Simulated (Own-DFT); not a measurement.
# Strain and stress in wurtzite AlN, 72 atoms (Al36N36)

Calculated results; nothing here was measured. They come from Own-DFT, an in-house plane-wave density functional program, since retired, whose code no person has reviewed. Each row is one single-point run on a periodic cell that was not relaxed, without spin or spin-orbit coupling.

Settings of every run: PBE; PseudoDojo norm-conserving scalar-relativistic files; cutoff 42 hartree; 3 x 3 x 2 k mesh centred on Gamma; Fermi-Dirac smearing of 0.1 eV.

Known limits: forces on such cells moved up to 12 meV/angstrom on a denser k mesh; stress not checked against mesh or cutoff.

Unstrained cell vectors in Å: (9.336, 0.000, 0.000); (-4.668, 8.085, 0.000); (0.000, 0.000, 9.964). The unstrained cell has measured lattice constants (interpolated for alloys), not those of this functional. That, the random moves and any unrelaxed bonds set the pressure at no strain. Each run strains this cell uniformly, with the atoms carried along. Every atom was also moved at random, by a Gaussian of width 0.05 Å on each axis. Strain is the symmetric tensor, in per cent. Stress is positive in tension, and the pressure is minus a third of its trace.

```
run  e_xx (%)  e_yy (%)  e_zz (%)  s_xx (GPa)  s_yy (GPa)  s_zz (GPa)  P (GPa)  E (meV/atom)
  1      1.75      1.75      0.00        2.07        3.02       -1.27    -1.27           0.0
  2     -0.75     -0.75      0.00      -10.96      -10.52       -6.04     9.17           5.6
  3     -1.50     -1.50      0.00      -17.73      -14.64       -7.45    13.27          37.1
  4      2.25      2.25      0.00        4.91        6.07       -1.24    -3.25           0.4
  5     -0.25     -0.25      0.00       -7.43       -5.95       -6.97     6.78           0.3
  6     -1.00     -1.00      0.00      -12.38      -11.37       -6.99    10.25          12.0
  7     -2.00     -2.00      0.00      -19.59      -15.85       -9.39    14.94          27.1
  8     -2.50     -2.50      0.00      -22.75      -20.61      -10.25    17.87          46.6
  9      2.00      2.00      0.00           ?           ?           ?        ?             ?
```

E is the free energy for each atom above the lowest run shown.

## Worked fit

The change of volume is close to e_xx + e_yy + e_zz. A straight line through the runs shown gives P = 6.34 - 220 x (fractional change of volume) GPa, with an error of 6 on the slope and a scatter of 0.53 GPa. The strain isn't the same on all axes and the cell isn't cubic, so the slope belongs to this path and is not the bulk modulus.

## Withheld run

Question: what pressure should run 9 give? Its volume changes by 4.04 %.

The line gives -2.5 GPa. The calculation gave -1.97 GPa.
